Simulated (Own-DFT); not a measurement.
## Calculated data, GaN (wurtzite, atoms displaced)

Computed with Own-DFT development build. A calculation, not a measurement: plane-wave PBE density functional theory by an unreviewed code, no spin, of a simulated periodic cell, stress positive in tension, free energy of the whole cell less one offset for each atom, forces on such cells passed a denser k mesh, this cell's mesh not checked; offsets are fitted by least squares, one for each functional and potential file, so energies compare only between cells with the same atoms and settings and are not formation energies; the far tail of each file's local potential was reset to the Coulomb form; each entry is a single point on an unrelaxed cell, so the pressure reflects the starting lattice, mostly measured values (interpolated for alloys), from which strain is counted, and rises with the displacements; printed positions are rounded, which can move forces by about a meV/angstrom; the program, named Own-DFT, is a retired in-house code; no spin-orbit coupling.

```cif
# cell vector a (Å): 12.7560 0.0000 0.0000
# cell vector b (Å): -4.7835 8.2853 0.0000
# cell vector c (Å): 0.0000 0.0000 10.3700
data_GaN
_symmetry_space_group_name_H-M 'P 1'
_symmetry_Int_Tables_number 1
_cell_length_a 12.7560
_cell_length_b 9.5670
_cell_length_c 10.3700
_cell_angle_alpha 90.000
_cell_angle_beta 90.000
_cell_angle_gamma 120.000
_cell_volume 1095.98
loop_
_atom_site_label
_atom_site_type_symbol
_atom_site_fract_x
_atom_site_fract_y
_atom_site_fract_z
_atom_site_occupancy
Ga1 Ga 0.07615 0.21851 0.00932 1
Ga2 Ga 0.16058 0.11026 0.25572 1
N1 N 0.08374 0.22121 0.18773 1
N2 N 0.16038 0.10740 0.43635 1
Ga3 Ga 0.09287 0.23568 0.50166 1
Ga4 Ga 0.16866 0.11201 0.74660 1
N3 N 0.08171 0.22132 0.69106 1
N4 N 0.16900 0.11588 0.93737 1
Ga5 Ga 0.08061 0.55108 0.00031 1
Ga6 Ga 0.16224 0.43933 0.26313 1
N5 N 0.08231 0.55368 0.19293 1
N6 N 0.17063 0.44154 0.43629 1
Ga7 Ga 0.08194 0.54799 0.49685 1
Ga8 Ga 0.16702 0.44414 0.74569 1
N7 N 0.08345 0.55735 0.69582 1
N8 N 0.16520 0.43791 0.93418 1
Ga9 Ga 0.08570 0.88318 0.00158 1
Ga10 Ga 0.17029 0.77254 0.24255 1
N9 N 0.08473 0.88575 0.19345 1
N10 N 0.17086 0.78083 0.44073 1
Ga11 Ga 0.07672 0.89060 0.50014 1
Ga12 Ga 0.17130 0.78106 0.75453 1
N11 N 0.08545 0.89877 0.68607 1
N12 N 0.16557 0.77059 0.93330 1
Ga13 Ga 0.33486 0.22961 0.00729 1
Ga14 Ga 0.41896 0.11286 0.25606 1
N13 N 0.33763 0.22901 0.18428 1
N14 N 0.41399 0.11482 0.44601 1
Ga15 Ga 0.33399 0.22324 0.49332 1
Ga16 Ga 0.42251 0.11602 0.75084 1
N15 N 0.33659 0.22317 0.69131 1
N16 N 0.41874 0.11555 0.93918 1
Ga17 Ga 0.33625 0.56025 0.99904 1
Ga18 Ga 0.41535 0.43650 0.25741 1
N17 N 0.33314 0.55323 0.18271 1
N18 N 0.41523 0.44134 0.44344 1
Ga19 Ga 0.33862 0.56140 0.49525 1
Ga20 Ga 0.41594 0.45186 0.75869 1
N19 N 0.32549 0.55280 0.68505 1
N20 N 0.42301 0.44543 0.93522 1
Ga21 Ga 0.33444 0.89258 0.00635 1
Ga22 Ga 0.42455 0.78858 0.24282 1
N21 N 0.33513 0.89432 0.19027 1
N22 N 0.41007 0.76940 0.43669 1
Ga23 Ga 0.34080 0.90091 0.50153 1
Ga24 Ga 0.41172 0.78138 0.74361 1
N23 N 0.33410 0.89129 0.68221 1
N24 N 0.41286 0.78060 0.93440 1
Ga25 Ga 0.57984 0.21749 0.00424 1
Ga26 Ga 0.67629 0.12725 0.25777 1
N25 N 0.58352 0.22451 0.19476 1
N26 N 0.66145 0.10633 0.43781 1
Ga27 Ga 0.57583 0.21735 0.49960 1
Ga28 Ga 0.66337 0.10817 0.75562 1
N27 N 0.58525 0.22057 0.69101 1
N28 N 0.66920 0.11447 0.93691 1
Ga29 Ga 0.57621 0.55372 0.99906 1
Ga30 Ga 0.66367 0.44228 0.24662 1
N29 N 0.58688 0.54825 0.18781 1
N30 N 0.66526 0.44731 0.44356 1
Ga31 Ga 0.58240 0.54892 0.50033 1
Ga32 Ga 0.66540 0.44299 0.75000 1
N31 N 0.58720 0.55510 0.69149 1
N32 N 0.66361 0.44391 0.94081 1
Ga33 Ga 0.58231 0.89205 0.99826 1
Ga34 Ga 0.66450 0.78014 0.25079 1
N33 N 0.58435 0.89889 0.18761 1
N34 N 0.66781 0.77592 0.43517 1
Ga35 Ga 0.58939 0.89881 0.50298 1
Ga36 Ga 0.66270 0.76782 0.75578 1
N35 N 0.57912 0.89230 0.68230 1
N36 N 0.66159 0.76840 0.94650 1
Ga37 Ga 0.83197 0.22282 0.99406 1
Ga38 Ga 0.91688 0.11028 0.25698 1
N37 N 0.82859 0.22519 0.18665 1
N38 N 0.91152 0.09884 0.44273 1
Ga39 Ga 0.82783 0.22050 0.49399 1
Ga40 Ga 0.92390 0.12797 0.75815 1
N39 N 0.83810 0.22929 0.68554 1
N40 N 0.92646 0.12051 0.93325 1
Ga41 Ga 0.83032 0.54968 0.99271 1
Ga42 Ga 0.91546 0.44927 0.25196 1
N41 N 0.82567 0.55895 0.19176 1
N42 N 0.91863 0.44423 0.44261 1
Ga43 Ga 0.83187 0.54861 0.50118 1
Ga44 Ga 0.91364 0.43954 0.74529 1
N43 N 0.83199 0.54766 0.69418 1
N44 N 0.91517 0.44095 0.93885 1
Ga45 Ga 0.83342 0.88719 0.00824 1
Ga46 Ga 0.91454 0.77699 0.25167 1
N45 N 0.84029 0.89106 0.18815 1
N46 N 0.91034 0.77154 0.44003 1
Ga47 Ga 0.83309 0.88674 0.49749 1
Ga48 Ga 0.92206 0.78340 0.74259 1
N47 N 0.83649 0.89134 0.68933 1
N48 N 0.92221 0.78511 0.92531 1
_calc_functional 'PBE'
_calc_potential_files 'PseudoDojo norm-conserving, scalar-relativistic, standard set'
_calc_wave_cutoff 42  # hartree
_calc_occupations 'Fermi-Dirac'
_calc_smearing_width 0.1  # eV
_calc_hardware 'one NVIDIA H200'
_calc_k_mesh '3 x 4 x 3 centred on Gamma'
_calc_free_energy_of_cell_above_offsets '23.954'  # eV
_calc_pressure 7.3  # GPa
_calc_stress_xx -6.28  # GPa
_calc_stress_yy -7.19  # GPa
_calc_stress_zz -8.43  # GPa
_calc_stress_yz 0.46  # GPa
_calc_stress_xz -0.39  # GPa
_calc_stress_xy -0.32  # GPa
_calc_wall_time 1106  # s
```

Force:
```tsv
element	x (eV/Å)	y (eV/Å)	z (eV/Å)
Ga	2.327	0.985	-1.675
Ga	1.284	-0.425	-1.485
N	-0.816	0.235	1.618
N	0.674	0.982	0.691
Ga	-1.012	-2.669	1.079
Ga	-0.015	0.788	1.063
N	0.847	0.657	-1.193
N	0.113	-0.521	0.738
Ga	0.82	-0.423	-0.331
Ga	0.748	0.663	-3.719
N	0.098	-0.654	-0.585
N	-0.495	0.991	1.585
Ga	0.359	2.066	1.336
Ga	-0.851	-0.371	1.102
N	-0.04	-0.067	-1.418
N	0.03	0.666	0.901
Ga	-0.823	1.061	-0.454
Ga	-0.863	0.732	2.085
N	-0.236	0.091	-0.595
N	-0.528	-0.389	-0.504
Ga	1.404	-0.96	-0.194
Ga	-0.811	-0.011	-1.912
N	1.057	-1.21	-0.166
N	0.316	0.676	1.984
Ga	-0.309	-0.868	-2.139
Ga	-0.679	0.194	-0.6
N	-0.272	-1.479	2.337
N	0.703	-0.087	-1.694
Ga	-1.516	-0.351	2.194
Ga	-0.958	-0.406	0.217
N	-0.267	0.626	-0.827
N	-0.332	-0.595	0.333
Ga	-0.682	-0.943	-0.438
Ga	-0.104	1.778	-1.164
N	-0.016	0.332	1.516
N	0.143	0.421	-0.58
Ga	-0.204	-0.786	1.078
Ga	0.229	-0.876	-2.419
N	1.761	0.92	-0.133
N	-2.124	-0.187	1.043
Ga	-0.393	0.088	-1.323
Ga	-0.861	-1.829	1.155
N	0.408	0.061	-0.005
N	0.831	2.581	-0.7
Ga	-0.84	-2.491	-0.681
Ga	0.691	-0.673	0.364
N	-0.419	0.702	1.259
N	0.742	0.205	0.137
Ga	0.236	0.925	-0.105
Ga	-1.335	-1.605	-1.241
N	0.195	-0.837	-0.393
N	-0.278	1.459	0.327
Ga	1.208	1.333	0.846
Ga	0.917	0.422	-1.376
N	-0.115	0.213	-0.732
N	-0.518	-0.593	0.651
Ga	2.112	-0.295	1.29
Ga	0.505	0.247	1.26
N	-2.492	1.4	0.11
N	0.972	-1.524	-0.891
Ga	-0.591	1.405	0.633
Ga	0.53	-0.16	0.62
N	-1.356	-0.342	-0.596
N	0.097	-0.515	-0.207
Ga	0.127	-0.374	0.056
Ga	0.459	-0.548	-0.654
N	1.263	0.387	-0.198
N	-0.895	-0.057	0.589
Ga	-0.14	-2.551	-0.969
Ga	0.606	1.856	-0.584
N	0.877	-0.64	1.74
N	-0.017	1.988	-0.658
Ga	0.836	-0.133	0.849
Ga	-0.394	0.218	-0.615
N	1.995	0.446	-0.001
N	0.017	2.655	-0.671
Ga	1.233	-0.341	1.315
Ga	-0.315	-1.926	-2.433
N	-0.809	-1.799	-0.186
N	-2.379	-1.588	2.225
Ga	-0.259	1.278	0.495
Ga	-0.375	0.131	-0.481
N	1.88	-0.352	-0.881
N	-0.446	-0.596	-0.985
Ga	-0.519	0.601	0.724
Ga	0.671	1.145	0.933
N	-0.546	1.146	-1.047
N	-0.037	0.338	-0.219
Ga	0.522	0.062	-2.28
Ga	0.877	-0.263	0.214
N	-1.523	0.361	0.685
N	0.728	-0.125	-0.159
Ga	-0.425	-0.846	1.585
Ga	-0.689	-0.582	0.129
N	-1.165	0.206	0.049
N	-0.362	-0.858	2.356
```
